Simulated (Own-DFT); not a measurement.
# Strain and stress in C40 NbSi2, 36 atoms (Nb12Si24)

Calculated results; nothing here was measured. The program, named Own-DFT, is a retired in-house plane-wave density functional code that no person has reviewed. Each row is one single-point run on a periodic cell that was not relaxed, without spin or spin-orbit coupling.

Settings of every run: PBEsol; PseudoDojo norm-conserving scalar-relativistic files, made for PBE; cutoff 42 hartree; 4 x 4 x 5 k mesh centred on Gamma; cold (Marzari-Vanderbilt) smearing of 0.2 eV.

Known limits: forces on such cells failed a check on a denser k mesh; stress not checked against mesh or cutoff.

Unstrained cell vectors in Å: (0.000, 8.324, 0.000); (-9.613, 0.000, 0.000); (0.000, 0.000, 6.586). The unstrained cell was taken from the Materials Project. The random moves and any unrelaxed bonds add to the pressure at no strain. Each run strains this cell uniformly, with the atoms carried along. Every atom was also moved at random, by a Gaussian of width 0.05 Å on each axis. Strain is the symmetric tensor, in per cent. Stress is positive in tension, and the pressure is minus a third of its trace.

| run | e_xx (%) | e_yy (%) | e_zz (%) | e_yz (%) | e_xz (%) | e_xy (%) | s_xx (GPa) | s_yy (GPa) | s_zz (GPa) | s_yz (GPa) | s_xz (GPa) | s_xy (GPa) | P (GPa) | E (meV/atom) |
|---|---|---|---|---|---|---|---|---|---|---|---|---|---|---|
| 1 | 0.54 | 0.85 | -0.42 | 1.40 | 1.12 | -1.41 | 3.06 | 4.73 | -1.67 | 3.79 | 3.77 | -3.96 | -2.04 | 23.0 |
| 2 | -1.42 | -1.37 | -1.88 | -1.48 | 0.37 | -1.67 | -6.82 | -6.43 | -12.24 | -5.84 | 1.36 | -5.30 | 8.50 | 23.9 |
| 3 | -1.16 | 1.63 | -0.95 | 1.11 | -0.79 | -1.30 | -2.58 | 5.82 | -4.04 | 3.48 | -1.41 | -4.10 | 0.27 | 10.2 |
| 4 | 0.37 | -0.44 | 0.00 | 0.85 | -0.91 | -0.60 | 2.79 | 0.76 | -0.32 | 2.23 | -2.51 | -1.71 | -1.08 | 0.0 |
| 5 | -0.82 | 1.97 | 1.23 | -1.78 | -1.48 | -0.37 | 0.69 | 8.17 | 5.93 | -4.97 | -4.01 | -1.59 | -4.93 | 23.7 |
| 6 | 1.31 | 0.89 | 1.29 | 0.70 | -1.46 | 0.80 | 7.29 | 6.89 | 6.86 | 1.96 | -3.93 | 1.86 | -7.01 | 12.4 |
| 7 | -0.12 | 1.28 | 0.29 | -0.42 | 1.21 | -0.58 | 2.68 | 5.84 | 2.53 | -1.13 | 4.28 | -1.65 | -3.68 | 0.6 |
| 8 | 0.85 | -1.57 | 0.53 | -0.20 | -0.65 | -1.99 | 3.37 | -2.77 | 1.47 | -0.75 | -2.10 | -5.66 | -0.69 | 13.4 |
| 9 | -1.29 | 1.29 | -0.45 | -1.17 | 0.29 | 1.30 | -3.70 | 4.23 | -2.54 | -4.39 | 1.37 | 3.81 | 0.67 | 30.2 |
| 10 | -0.01 | 1.35 | 1.15 | 0.92 | 1.88 | 1.98 | 2.98 | 6.61 | 5.88 | 2.64 | 5.19 | 5.46 | -5.16 | 21.1 |
| 11 | 1.03 | 0.00 | 0.15 | -1.39 | -1.49 | -1.36 | 4.86 | 2.32 | 0.70 | -4.49 | -4.06 | -3.76 | -2.63 | 23.8 |
| 12 | 0.29 | 1.68 | 1.06 | 0.31 | -0.81 | 1.85 | 3.57 | 8.34 | 6.52 | 0.90 | -2.51 | 5.02 | -6.14 | 14.1 |
| 13 | 1.22 | -0.86 | 0.57 | 0.65 | -1.89 | 1.31 | 4.60 | -0.54 | 1.89 | 2.86 | -5.90 | 3.62 | -1.98 | 31.9 |
| 14 | -1.79 | -0.97 | 1.21 | 1.68 | 0.12 | 0.58 | -5.50 | -2.64 | 3.14 | 5.28 | 0.65 | 1.84 | 1.67 | 15.7 |
| 15 | 1.76 | 0.00 | 1.24 | 1.37 | -0.60 | -1.05 | 6.92 | 3.01 | 6.19 | 4.64 | -1.61 | -2.75 | -5.37 | 35.6 |
| 16 | -1.24 | -0.77 | 1.96 | 0.67 | 1.36 | -0.06 | ? | ? | ? | ? | ? | ? | ? | ? |

E is the free energy for each atom above the lowest run shown.

## Worked fit

Each stress component was fitted by least squares to a constant and the strains of the runs shown, as fractions, with shears doubled. Shear strains stay in the fit of a normal stress only where such slopes are resolved. The slopes, in GPa:

```
stress,at no strain,per e_xx,per e_yy,per e_zz,scatter
s_xx,0.9,352 ± 17,81 ± 15,71 ± 20,0.62
s_yy,1.3,87 ± 11,353 ± 10,66 ± 13,0.41
s_zz,-0.6,67 ± 12,92 ± 10,474 ± 14,0.43
```

Each shear stress against twice its own strain: yz 159 ± 6, xz 144 ± 4, xy 142 ± 3 GPa. These are stiffnesses along x, y and z of the frame in which the cell vectors are given, which need not be the crystal's axes. The atoms are held to the strained lattice; where symmetry lets them move under strain, relaxing them would lower some slopes. The table should be nearly symmetric about its diagonal, and what it lacks of that shows the noise. A ninth of its sum, 183 ± 5 GPa, estimates the bulk modulus near the mean pressure of these runs, -2.0 GPa.

## Withheld run

Question: what normal stresses and pressure should run 16 give?

The fit gives s_xx = -2.7, s_yy = -1.1, s_zz = 7.1 and P = -1.1 GPa. The calculation gave -2.17, -0.57, 6.58 and P = -1.28 GPa.
